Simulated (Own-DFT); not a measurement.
# Response to strain: wurtzite AlN, 128 atoms (Al64N64)

All numbers below are calculated, not measured. They come from Own-DFT, an in-house plane-wave density functional program, since retired, whose code no person has reviewed. Each row is one single-point run on a periodic cell that was not relaxed, without spin or spin-orbit coupling.

Settings of every run: PBE; PseudoDojo norm-conserving scalar-relativistic files; cutoff 42 hartree; 3 x 3 x 3 k mesh centred on Gamma; Gaussian smearing of 0.01 eV.

Known limits: k mesh not checked against a denser one; stress not checked against mesh or cutoff.

Unstrained cell vectors in Å: (12.448, 0.000, 0.000); (-6.224, 10.780, 0.000); (0.000, 0.000, 9.964). The unstrained cell has measured lattice constants (interpolated for alloys), not those of this functional. That, the random moves and any unrelaxed bonds set the pressure at no strain. Each run strains this cell uniformly, with the atoms carried along. Every atom was also moved at random, by a Gaussian of width 0.05 Å on each axis. Strain is the symmetric tensor, in per cent. Stress is positive in tension, and the pressure is minus a third of its trace.

| run | e_xx (%) | e_yy (%) | e_zz (%) | e_yz (%) | e_xz (%) | e_xy (%) | s_xx (GPa) | s_yy (GPa) | s_zz (GPa) | s_yz (GPa) | s_xz (GPa) | s_xy (GPa) | P (GPa) | E (meV/atom) |
|---|---|---|---|---|---|---|---|---|---|---|---|---|---|---|
| 1 | -0.77 | 0.41 | -0.46 | 0.14 | -0.98 | 1.16 | -8.88 | -4.99 | -8.55 | 1.13 | -2.27 | 4.02 | 7.47 | 12.3 |
| 2 | 0.23 | 1.34 | -1.68 | -0.51 | 1.06 | -1.30 | -4.44 | -0.76 | -13.28 | -1.19 | 2.86 | -4.98 | 6.16 | 17.5 |
| 3 | -1.51 | 0.37 | 1.83 | 0.73 | -0.36 | 0.86 | -12.65 | -3.76 | 1.20 | 2.04 | -1.30 | 3.46 | 5.07 | 22.5 |
| 4 | -1.01 | 0.80 | 1.20 | -1.51 | 0.10 | 1.53 | -9.94 | -3.37 | 0.69 | -3.75 | 0.65 | 4.66 | 4.21 | 13.7 |
| 5 | 0.41 | -0.42 | 1.57 | -1.53 | 1.30 | -0.40 | -1.67 | -7.37 | 1.07 | -3.78 | 3.01 | -0.94 | 2.66 | 0.0 |
| 6 | -0.32 | 0.55 | 0.19 | -0.07 | 1.99 | -1.75 | -7.97 | -3.37 | -3.84 | -0.37 | 5.83 | -6.28 | 5.06 | 11.8 |
| 7 | -1.62 | 0.75 | -1.68 | -1.90 | 1.11 | -1.32 | -12.77 | -5.23 | -17.78 | -5.50 | 3.50 | -2.92 | 11.92 | 38.8 |
| 8 | 1.38 | -0.56 | -1.17 | 1.28 | 1.05 | 1.75 | -1.99 | -8.67 | -10.60 | 3.90 | 3.36 | 7.16 | 7.09 | 22.5 |
| 9 | -0.90 | 1.89 | 0.20 | 0.29 | -0.72 | -0.90 | -8.31 | 1.70 | -3.24 | 0.47 | -2.32 | -3.22 | 3.29 | 0.7 |
| 10 | -1.90 | 0.48 | 0.76 | 0.47 | 1.82 | 1.12 | -12.72 | -5.79 | -2.88 | 1.46 | 4.16 | 3.13 | 7.13 | 4.9 |
| 11 | -1.52 | -0.47 | 0.22 | 1.05 | -1.92 | 1.53 | -11.86 | -10.45 | -6.75 | 3.22 | -4.68 | 5.45 | 9.69 | 17.2 |
| 12 | -0.70 | -1.58 | 0.66 | 0.84 | 0.49 | -0.23 | -9.85 | -15.28 | -2.82 | 2.11 | 0.70 | -1.99 | 9.32 | 4.5 |
| 13 | 1.32 | -1.32 | -0.46 | -0.95 | -0.68 | -0.92 | -1.67 | -10.48 | -7.89 | -2.42 | -1.09 | -4.15 | 6.68 | 6.2 |
| 14 | -1.68 | -0.48 | 1.91 | 0.98 | -1.69 | 0.36 | -11.15 | -9.35 | 0.71 | 2.90 | -4.65 | 2.78 | 6.59 | 10.6 |
| 15 | -1.25 | 1.45 | 0.23 | 0.33 | 0.96 | 0.01 | -12.41 | -0.36 | -2.71 | 0.61 | 2.49 | -0.71 | 5.16 | 12.8 |
| 16 | 0.31 | -1.17 | 1.61 | -1.96 | 1.05 | 1.85 | ? | ? | ? | ? | ? | ? | ? | ? |

E is the free energy for each atom above the lowest run shown.

## Worked fit

Each stress component was fitted by least squares to a constant and the strains of the runs shown, as fractions, with shears doubled. Shear strains stay in the fit of a normal stress only where such slopes are resolved. The slopes, in GPa:

```
stress,at no strain,per e_xx,per e_yy,per e_zz,scatter
s_xx,-6.0,410 ± 37,32 ± 37,48 ± 32,1.20
s_yy,-6.3,113 ± 21,491 ± 21,62 ± 18,0.68
s_zz,-5.7,126 ± 40,108 ± 39,529 ± 34,1.27
```

Each shear stress against twice its own strain: yz 132 ± 4, xz 127 ± 5, xy 176 ± 15 GPa. These are stiffnesses along x, y and z of the frame in which the cell vectors are given, which need not be the crystal's axes. The atoms are held to the strained lattice; where symmetry lets them move under strain, relaxing them would lower some slopes. The table should be nearly symmetric about its diagonal, and what it lacks of that shows the noise. A ninth of its sum, 213 ± 7 GPa, estimates the bulk modulus near the mean pressure of these runs, 6.5 GPa, so it lies above the value at zero pressure.

## Withheld run

Question: what normal stresses and pressure should run 16 give?

The fit gives s_xx = -4.4, s_yy = -10.7, s_zz = 2.0 and P = 4.4 GPa. The calculation gave -4.09, -9.79, 0.09 and P = 4.60 GPa.
